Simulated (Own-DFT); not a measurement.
# Which defects push the lattice out? C11b WSi2

No measurement is shown. These are fixed-geometry runs of a retired plane-wave code named Own-DFT, which no person has reviewed; spin and spin-orbit coupling are neglected.

All runs used: PBEsol; PseudoDojo norm-conserving scalar-relativistic files, made for PBE; cutoff 50 hartree; 5 x 5 x 5 k mesh centred on Gamma; cold (Marzari-Vanderbilt) smearing of 0.2 eV.

Known weak points: forces on such cells failed a check on a denser k mesh; stress not checked against mesh or cutoff.

All runs share one cell, with vectors in Å (-2.148, -5.953, 3.409); (-6.444, 2.976, 1.136); (-2.553, -2.948, -6.757) and a volume of 403.2 Å³. The atoms are randomly displaced, by u rms on each axis. The defect's site can differ from row to row.

| cell | formula | u (Å) | P (GPa) |
|---|---|---|---|
| no defect | Si20W10 | 0.0188 | 0.36 |
| no defect | Si20W10 | 0.0207 | 0.23 |
| no defect | Si20W10 | 0.0490 | 1.74 |
| one W on a Si site | Si19W11 | 0.0315 | 5.30 |
| one W on a Si site | Si19W11 | 0.0485 | 7.26 |
| one W on a Si site | Si19W11 | 0.0500 | 6.73 |
| one W vacancy | Si20W9 | 0.0287 | -0.48 |
| one W vacancy | Si20W9 | 0.0429 | 0.43 |
| one W vacancy | Si20W9 | 0.0454 | 0.47 |
| one Si vacancy | Si19W10 | 0.0297 | -0.60 |
| one Si vacancy | Si19W10 | 0.0314 | -0.86 |
| one Si vacancy | Si19W10 | 0.0467 | ? |
| one Si vacancy | Si19W10 | 0.0519 | -0.08 |
| one Si on a W site | Si21W9 | 0.0355 | 2.90 |
| one Si on a W site | Si21W9 | 0.0436 | 3.35 |
| one Si on a W site | Si21W9 | 0.0474 | 3.77 |

## Fit

P = P0 + c u² + a shift for each defect gives P0 = 0.02 GPa, c = 717 ± 113 GPa/Å² and a scatter of 0.31 GPa. The shifts, and each times the cell's volume:

- one W on a Si site: 5.02 ± 0.27 GPa, 12.6 eV
- one Si on a W site: 2.03 ± 0.27 GPa, 5.1 eV
- one W vacancy: -1.01 ± 0.26 GPa, -2.5 eV
- one Si vacancy: -1.62 ± 0.26 GPa, -4.1 eV

A positive shift means that the defect pushes the cell outwards. Shift times volume (160.2 GPa Å³ is 1 eV) depends little on the cell's size, so, taken for each site, it can be compared between cells at like pressure. The atoms around the defects weren't relaxed, which would change these numbers.

## The run left out

Question: what pressure belongs in the blank (one Si vacancy, u = 0.0467 Å)?

Estimate: -0.04 ± 0.36 GPa. The run itself gave 0.68 GPa.
